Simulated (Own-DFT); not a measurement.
Simulation results for GaP (zincblende, atoms displaced)

Computed with Own-DFT development build. A calculation, not a measurement: plane-wave PBE density functional theory by an unreviewed code, no spin, of a simulated periodic cell, stress positive in tension, free energy of the whole cell less one offset for each atom, forces on such cells passed a denser k mesh, this cell's mesh not checked; offsets are fitted by least squares, one for each functional and potential file, so energies compare only between cells with the same atoms and settings and are not formation energies; the far tail of each file's local potential was reset to the Coulomb form; each entry is a single point on an unrelaxed cell, so the pressure reflects the starting lattice, mostly measured values (interpolated for alloys), from which strain is counted, and rises with the displacements; printed positions are rounded, which can move forces by about a meV/angstrom; the program, named Own-DFT, is a retired in-house code; no spin-orbit coupling.

Settings shared by all entries: functional PBE; potential files PseudoDojo norm-conserving, scalar-relativistic, standard set; wave cutoff 42 hartree; occupations Fermi-Dirac; smearing width 0.1 eV; hardware one NVIDIA H200; k mesh 2 x 3 x 3 centred on Gamma.

(1) 
```cif
# cell vector a (Å): 16.3515 0.0000 0.0000
# cell vector b (Å): 0.0000 10.9010 0.0000
# cell vector c (Å): 0.0000 0.0000 10.9010
data_GaP
_symmetry_space_group_name_H-M 'P 1'
_symmetry_Int_Tables_number 1
_cell_length_a 16.3515
_cell_length_b 10.9010
_cell_length_c 10.9010
_cell_angle_alpha 90.000
_cell_angle_beta 90.000
_cell_angle_gamma 90.000
_cell_volume 1943.08
loop_
_atom_site_label
_atom_site_type_symbol
_atom_site_fract_x
_atom_site_fract_y
_atom_site_fract_z
_atom_site_occupancy
Ga1 Ga 0.00069 0.99900 0.99856 1
Ga2 Ga 0.99920 0.24982 0.25176 1
Ga3 Ga 0.16555 0.00038 0.25152 1
Ga4 Ga 0.16491 0.24780 0.99755 1
P1 P 0.08429 0.12668 0.12406 1
P2 P 0.08557 0.37653 0.37587 1
P3 P 0.24835 0.12546 0.37342 1
P4 P 0.25086 0.37323 0.12469 1
Ga5 Ga 0.00261 0.00212 0.49975 1
Ga6 Ga 0.00106 0.24934 0.75042 1
Ga7 Ga 0.16464 0.99789 0.74801 1
Ga8 Ga 0.16921 0.25080 0.50105 1
P5 P 0.08418 0.12543 0.61983 1
P6 P 0.08484 0.37974 0.87396 1
P7 P 0.24995 0.12472 0.87659 1
P8 P 0.24830 0.37561 0.62419 1
Ga9 Ga 0.99792 0.49862 0.99863 1
Ga10 Ga 0.00068 0.75042 0.24955 1
Ga11 Ga 0.16364 0.50110 0.24857 1
Ga12 Ga 0.16438 0.74957 0.00101 1
P9 P 0.08473 0.62346 0.12525 1
P10 P 0.08517 0.87274 0.37220 1
P11 P 0.24909 0.62327 0.37340 1
P12 P 0.25014 0.87646 0.12466 1
Ga13 Ga 0.99993 0.49622 0.49945 1
Ga14 Ga 0.00040 0.75157 0.75223 1
Ga15 Ga 0.16523 0.49502 0.75229 1
Ga16 Ga 0.16651 0.74717 0.50283 1
P13 P 0.08284 0.62535 0.62342 1
P14 P 0.08172 0.87464 0.87353 1
P15 P 0.24810 0.62645 0.87306 1
P16 P 0.24940 0.87585 0.62581 1
Ga17 Ga 0.32925 0.99819 0.99908 1
Ga18 Ga 0.33316 0.24959 0.24927 1
Ga19 Ga 0.49891 0.99993 0.25089 1
Ga20 Ga 0.49952 0.25288 0.99912 1
P17 P 0.41880 0.12812 0.12737 1
P18 P 0.41469 0.37626 0.37651 1
P19 P 0.58367 0.12684 0.37418 1
P20 P 0.58297 0.37560 0.12542 1
Ga21 Ga 0.33322 0.00139 0.49983 1
Ga22 Ga 0.33392 0.24888 0.74822 1
Ga23 Ga 0.49928 0.99895 0.74662 1
Ga24 Ga 0.50012 0.25346 0.49819 1
P21 P 0.41873 0.12341 0.62165 1
P22 P 0.41736 0.37669 0.87466 1
P23 P 0.58430 0.12381 0.87339 1
P24 P 0.58371 0.37644 0.62456 1
Ga25 Ga 0.33091 0.49793 0.00025 1
Ga26 Ga 0.33369 0.74557 0.24843 1
Ga27 Ga 0.49874 0.49957 0.25210 1
Ga28 Ga 0.50066 0.74962 0.00002 1
P25 P 0.41846 0.62597 0.12648 1
P26 P 0.41628 0.87580 0.37439 1
P27 P 0.58370 0.62569 0.37386 1
P28 P 0.58400 0.87489 0.12598 1
Ga29 Ga 0.33354 0.50013 0.50042 1
Ga30 Ga 0.33330 0.74950 0.75101 1
Ga31 Ga 0.50052 0.49916 0.75146 1
Ga32 Ga 0.49680 0.75091 0.50127 1
P29 P 0.41572 0.62679 0.62096 1
P30 P 0.41684 0.87646 0.87407 1
P31 P 0.58254 0.62546 0.87536 1
P32 P 0.58261 0.87608 0.62272 1
Ga33 Ga 0.66579 0.00152 0.99784 1
Ga34 Ga 0.66694 0.24976 0.25203 1
Ga35 Ga 0.83561 0.99896 0.24902 1
Ga36 Ga 0.83118 0.24924 0.99959 1
P33 P 0.74852 0.12267 0.12466 1
P34 P 0.74961 0.37261 0.37740 1
P35 P 0.91714 0.12693 0.37501 1
P36 P 0.91744 0.37694 0.12810 1
Ga37 Ga 0.66802 0.00196 0.50210 1
Ga38 Ga 0.66796 0.24798 0.74916 1
Ga39 Ga 0.83401 0.00112 0.75037 1
Ga40 Ga 0.83118 0.25343 0.49858 1
P37 P 0.74824 0.12575 0.62373 1
P38 P 0.74966 0.37677 0.87099 1
P39 P 0.91580 0.12503 0.87720 1
P40 P 0.91677 0.38003 0.62421 1
Ga41 Ga 0.66777 0.49950 0.00212 1
Ga42 Ga 0.66610 0.75266 0.25089 1
Ga43 Ga 0.83498 0.49594 0.24849 1
Ga44 Ga 0.83578 0.75212 0.99776 1
P41 P 0.75196 0.62067 0.12348 1
P42 P 0.74835 0.87361 0.37799 1
P43 P 0.91667 0.62231 0.37349 1
P44 P 0.91829 0.87651 0.12594 1
Ga45 Ga 0.66894 0.50044 0.50359 1
Ga46 Ga 0.66670 0.74946 0.74884 1
Ga47 Ga 0.83164 0.50207 0.75158 1
Ga48 Ga 0.83331 0.75001 0.49797 1
P45 P 0.75213 0.62381 0.62614 1
P46 P 0.75207 0.87353 0.87097 1
P47 P 0.91572 0.62546 0.87661 1
P48 P 0.91587 0.87496 0.62309 1
_calc_free_energy_of_cell_above_offsets '-53.457'  # eV
_calc_pressure 2.74  # GPa
_calc_stress_xx -2.73  # GPa
_calc_stress_yy -2.74  # GPa
_calc_stress_zz -2.75  # GPa
_calc_stress_yz 0.2  # GPa
_calc_stress_xz 0.2  # GPa
_calc_stress_xy -0.19  # GPa
_calc_wall_time 1024  # s
```

Force:
```csv
element,x (eV/Å),y (eV/Å),z (eV/Å)
Ga,-0.014,0.275,0.21
Ga,0.402,0.162,-0.088
Ga,0.167,-0.019,-0.347
Ga,0.35,0.418,0.145
P,-0.402,-0.228,0.137
P,-0.322,-0.429,-0.053
P,0.36,-0.013,0.159
P,-0.582,0.04,0.039
Ga,-0.4,-0.493,-0.353
Ga,-0.168,0.166,-0.169
Ga,0.235,0.338,0.137
Ga,-0.239,-0.012,-0.346
P,0.054,0.204,0.676
P,-0.703,-0.924,0.444
P,-0.272,0.003,-0.621
P,0.524,-0.018,0.312
Ga,0.27,0.259,0.216
Ga,-0.061,-0.288,0.035
Ga,0.728,-0.314,0.058
Ga,0.353,0.188,-0.107
P,-0.721,0.163,-0.329
P,-0.243,0.108,0.503
P,0.028,0.051,0.147
P,-0.295,-0.427,0.254
Ga,0.168,0.54,-0.145
Ga,-0.34,-0.336,-0.49
Ga,0.363,0.961,-0.657
Ga,0.238,0.226,-0.337
P,-0.152,-0.327,0.437
P,0.286,0.081,0.254
P,0.102,-0.257,0.23
P,0.158,-0.14,-0.126
Ga,0.88,0.321,0.215
Ga,0.044,0.009,0.139
Ga,0.301,0.065,-0.031
Ga,0.286,-0.279,-0.006
P,-0.491,-0.436,-0.523
P,0.101,-0.183,-0.179
P,-0.093,-0.277,0.222
P,0.108,-0.046,0.115
Ga,-0.168,-0.117,-0.152
Ga,0.047,0.008,0.019
Ga,0.223,0.06,0.28
Ga,0.115,-0.133,0.022
P,-0.285,0.404,0.141
P,-0.382,-0.15,-0.093
P,-0.453,0.251,-0.043
P,0.021,-0.178,0.176
Ga,0.311,0.472,-0.042
Ga,-0.121,0.455,0.161
Ga,0.245,0.027,-0.024
Ga,-0.074,0.238,0.025
P,-0.321,-0.377,-0.443
P,-0.304,-0.134,-0.05
P,-0.061,-0.079,0.446
P,-0.144,0.207,-0.241
Ga,-0.34,0.105,-0.085
Ga,0.017,0.105,-0.149
Ga,-0.096,0.315,-0.369
Ga,0.597,0.048,-0.452
P,0.01,-0.363,0.773
P,-0.092,-0.112,0.198
P,0.329,-0.084,0.009
P,0.164,-0.239,0.122
Ga,0.2,-0.494,-0.001
Ga,-0.089,0.024,-0.315
Ga,-0.446,0.084,0.307
Ga,0.104,0.292,0.204
P,0.248,0.173,0.145
P,-0.082,0.558,-0.508
P,-0.194,-0.193,0.219
P,-0.009,-0.715,-0.634
Ga,-0.481,-0.101,-0.343
Ga,-0.37,0.263,-0.01
Ga,-0.045,0.049,-0.333
Ga,0.528,-0.361,0.418
P,0.724,0.013,0.196
P,-0.072,-0.31,0.479
P,0.249,0.126,-0.216
P,-0.239,-0.698,0.389
Ga,-0.267,0.006,-0.288
Ga,0.255,-0.527,-0.243
Ga,-0.466,0.328,0.419
Ga,-0.37,-0.093,0.432
P,-0.031,0.768,0.269
P,0.406,0.363,-0.38
P,0.083,0.22,0.052
P,-0.021,-0.239,-0.22
Ga,-0.323,0.143,-0.376
Ga,-0.125,0.005,-0.088
Ga,0.483,-0.076,-0.081
Ga,0.122,-0.22,0.058
P,-0.263,0.414,-0.156
P,-0.385,0.214,0.424
P,0.302,-0.046,-0.31
P,0.334,0.171,0.083
```

(2) 
```cif
# cell vector a (Å): 16.3515 0.0000 0.0000
# cell vector b (Å): 0.0000 10.9010 0.0000
# cell vector c (Å): 0.0000 0.0000 10.9010
data_GaP
_symmetry_space_group_name_H-M 'P 1'
_symmetry_Int_Tables_number 1
_cell_length_a 16.3515
_cell_length_b 10.9010
_cell_length_c 10.9010
_cell_angle_alpha 90.000
_cell_angle_beta 90.000
_cell_angle_gamma 90.000
_cell_volume 1943.08
loop_
_atom_site_label
_atom_site_type_symbol
_atom_site_fract_x
_atom_site_fract_y
_atom_site_fract_z
_atom_site_occupancy
Ga1 Ga 0.99805 0.00053 0.99999 1
Ga2 Ga 0.99831 0.24767 0.24525 1
Ga3 Ga 0.16683 0.99939 0.25228 1
Ga4 Ga 0.16491 0.24973 0.99708 1
P1 P 0.08497 0.12772 0.12485 1
P2 P 0.08475 0.37781 0.37170 1
P3 P 0.24993 0.12763 0.37338 1
P4 P 0.24885 0.37551 0.12752 1
Ga5 Ga 0.00042 0.99733 0.50041 1
Ga6 Ga 0.99850 0.24811 0.75036 1
Ga7 Ga 0.16397 0.00062 0.75654 1
Ga8 Ga 0.16707 0.25112 0.49833 1
P5 P 0.08306 0.12600 0.62542 1
P6 P 0.08230 0.37444 0.87546 1
P7 P 0.25078 0.12391 0.87433 1
P8 P 0.24933 0.37547 0.62405 1
Ga9 Ga 0.00190 0.50127 0.00200 1
Ga10 Ga 0.99976 0.74928 0.25085 1
Ga11 Ga 0.16717 0.50258 0.25002 1
Ga12 Ga 0.16690 0.75018 0.00046 1
P9 P 0.08234 0.62592 0.12371 1
P10 P 0.08316 0.87404 0.37518 1
P11 P 0.25227 0.62452 0.37523 1
P12 P 0.25034 0.87745 0.12426 1
Ga13 Ga 0.99969 0.50061 0.50123 1
Ga14 Ga 0.99834 0.75203 0.74774 1
Ga15 Ga 0.16700 0.50279 0.75027 1
Ga16 Ga 0.16897 0.75155 0.49746 1
P13 P 0.08205 0.62678 0.62580 1
P14 P 0.08467 0.87568 0.87520 1
P15 P 0.25032 0.62306 0.87642 1
P16 P 0.25144 0.87635 0.62381 1
Ga17 Ga 0.33187 0.99969 0.99651 1
Ga18 Ga 0.33195 0.25233 0.24515 1
Ga19 Ga 0.50324 0.00346 0.24934 1
Ga20 Ga 0.50004 0.25089 0.99944 1
P17 P 0.41582 0.12686 0.12394 1
P18 P 0.41804 0.37486 0.37752 1
P19 P 0.58251 0.12244 0.37353 1
P20 P 0.58346 0.37399 0.12637 1
Ga21 Ga 0.33271 0.00189 0.49893 1
Ga22 Ga 0.33340 0.25129 0.75119 1
Ga23 Ga 0.49950 0.99994 0.75022 1
Ga24 Ga 0.50075 0.24690 0.49914 1
P21 P 0.41626 0.12647 0.62470 1
P22 P 0.41800 0.37582 0.87448 1
P23 P 0.58483 0.12408 0.87559 1
P24 P 0.58060 0.37496 0.62507 1
Ga25 Ga 0.33068 0.50037 0.99895 1
Ga26 Ga 0.33432 0.75114 0.25229 1
Ga27 Ga 0.50208 0.50106 0.24685 1
Ga28 Ga 0.50221 0.74910 0.00000 1
P25 P 0.41848 0.62665 0.12685 1
P26 P 0.41626 0.87380 0.37451 1
P27 P 0.58183 0.62703 0.37700 1
P28 P 0.58380 0.87461 0.12559 1
Ga29 Ga 0.33571 0.50048 0.49764 1
Ga30 Ga 0.33451 0.75262 0.75043 1
Ga31 Ga 0.49986 0.49961 0.75166 1
Ga32 Ga 0.50126 0.74861 0.49855 1
P29 P 0.41774 0.62759 0.62449 1
P30 P 0.41555 0.87664 0.87326 1
P31 P 0.58432 0.62677 0.87595 1
P32 P 0.58404 0.87486 0.62540 1
Ga33 Ga 0.66816 0.99906 0.00155 1
Ga34 Ga 0.66928 0.25135 0.25040 1
Ga35 Ga 0.83135 0.99605 0.25100 1
Ga36 Ga 0.83524 0.24818 0.99551 1
P33 P 0.74756 0.12252 0.12269 1
P34 P 0.75069 0.37561 0.37467 1
P35 P 0.91690 0.12546 0.37357 1
P36 P 0.91502 0.37516 0.12454 1
Ga37 Ga 0.66739 0.00070 0.50067 1
Ga38 Ga 0.66499 0.25069 0.75033 1
Ga39 Ga 0.83269 0.00076 0.74941 1
Ga40 Ga 0.83465 0.25066 0.49977 1
P37 P 0.75097 0.12405 0.62674 1
P38 P 0.75017 0.37569 0.87681 1
P39 P 0.91633 0.12431 0.87500 1
P40 P 0.91620 0.37422 0.62366 1
Ga41 Ga 0.66577 0.50039 0.00209 1
Ga42 Ga 0.66363 0.74773 0.25048 1
Ga43 Ga 0.83197 0.50040 0.25338 1
Ga44 Ga 0.83239 0.75209 0.99911 1
P41 P 0.74961 0.62281 0.12400 1
P42 P 0.75062 0.87308 0.37562 1
P43 P 0.91879 0.62312 0.37496 1
P44 P 0.91544 0.87731 0.12392 1
Ga45 Ga 0.66702 0.49626 0.49894 1
Ga46 Ga 0.66766 0.74890 0.74558 1
Ga47 Ga 0.83292 0.49734 0.74963 1
Ga48 Ga 0.83197 0.74732 0.50239 1
P45 P 0.74903 0.62588 0.62525 1
P46 P 0.74913 0.87693 0.87619 1
P47 P 0.91785 0.62527 0.87175 1
P48 P 0.91766 0.87590 0.62497 1
_calc_free_energy_of_cell_above_offsets '-53.565'  # eV
_calc_pressure 2.72  # GPa
_calc_stress_xx -2.7  # GPa
_calc_stress_yy -2.74  # GPa
_calc_stress_zz -2.72  # GPa
_calc_stress_yz 0.05  # GPa
_calc_stress_xz 0.1  # GPa
_calc_stress_xy 0.04  # GPa
_calc_wall_time 908.3  # s
```

Force:
```csv
element,x (eV/Å),y (eV/Å),z (eV/Å)
Ga,0.561,0.07,0.119
Ga,0.278,0.427,0.328
Ga,-0.047,0.175,-0.206
Ga,0.435,0.108,0.165
P,-0.299,-0.594,-0.08
P,-0.519,-0.345,0.234
P,0.085,-0.165,0.035
P,-0.197,0.127,-0.678
Ga,0.011,0.444,-0.095
Ga,0.153,0.21,-0.096
Ga,0.513,0.088,-0.901
Ga,-0.195,0.055,0.032
P,0.07,-0.133,-0.071
P,0.044,0.179,-0.284
P,-0.227,0.397,0.023
P,0.223,0.193,0.087
Ga,-0.501,-0.2,-0.273
Ga,-0.088,0.219,-0.262
Ga,-0.01,0.126,-0.025
Ga,0.092,0.032,0.029
P,0.336,0.165,0.293
P,0.065,-0.007,-0.099
P,-0.237,0.092,-0.141
P,-0.02,-0.339,0.196
Ga,0.374,-0.242,-0.093
Ga,0.392,-0.02,0.275
Ga,-0.221,-0.294,-0.109
Ga,-0.149,-0.22,0.346
P,0.362,0.09,-0.214
P,-0.683,-0.33,0.276
P,-0.064,0.594,-0.312
P,-0.469,0.144,0.369
Ga,0.318,0.104,0.38
Ga,0.414,-0.041,0.598
Ga,-0.866,-0.521,-0.239
Ga,0.076,-0.174,0.005
P,0.123,-0.281,-0.097
P,0.03,-0.11,-0.691
P,0.721,0.561,0.307
P,0.15,-0.039,-0.133
Ga,0.175,-0.01,-0.079
Ga,-0.025,0.045,-0.211
Ga,0.103,0.153,-0.106
Ga,-0.165,0.108,0.035
P,0.038,-0.165,0.068
P,-0.383,0.017,0.239
P,-0.299,-0.046,0.085
P,0.443,-0.089,-0.08
Ga,0.64,-0.167,0.46
Ga,-0.109,-0.015,-0.393
Ga,-0.309,-0.116,0.496
Ga,-0.453,0.299,-0.033
P,-0.418,-0.154,-0.412
P,0.428,0.542,0.096
P,0.426,-0.671,-0.216
P,-0.017,0.141,-0.144
Ga,-0.122,-0.07,0.46
Ga,-0.244,-0.317,-0.174
Ga,-0.005,0.408,-0.138
Ga,-0.316,0.497,0.293
P,-0.072,-0.266,0.188
P,0.435,-0.219,0.419
P,0.094,-0.247,-0.314
P,-0.17,0.078,-0.152
Ga,-0.509,-0.097,-0.182
Ga,-0.382,-0.303,-0.072
Ga,0.11,0.514,-0.105
Ga,-0.455,0.137,0.544
P,0.781,0.431,0.342
P,-0.011,-0.246,0.249
P,-0.079,-0.331,0.056
P,0.029,0.12,-0.058
Ga,0.016,-0.135,-0.05
Ga,0.262,0.077,-0.04
Ga,0.149,-0.244,0.158
Ga,-0.167,-0.267,-0.025
P,-0.23,0.442,-0.298
P,-0.223,-0.128,-0.191
P,0.077,-0.171,-0.27
P,0.111,0.078,0.182
Ga,0.031,-0.143,-0.165
Ga,0.527,0.084,-0.015
Ga,0.314,0.106,-0.424
Ga,0.161,-0.335,-0.085
P,0.052,0.391,0.299
P,-0.366,-0.176,0.065
P,-0.541,0.241,0.154
P,0.153,-0.407,0.235
Ga,-0.312,0.366,0.181
Ga,-0.188,0.315,0.599
Ga,0.024,0.261,0.026
Ga,0.457,0.176,-0.274
P,0.182,-0.664,-0.108
P,0.097,-0.304,-0.434
P,-0.247,-0.042,0.409
P,-0.531,-0.031,-0.094
```
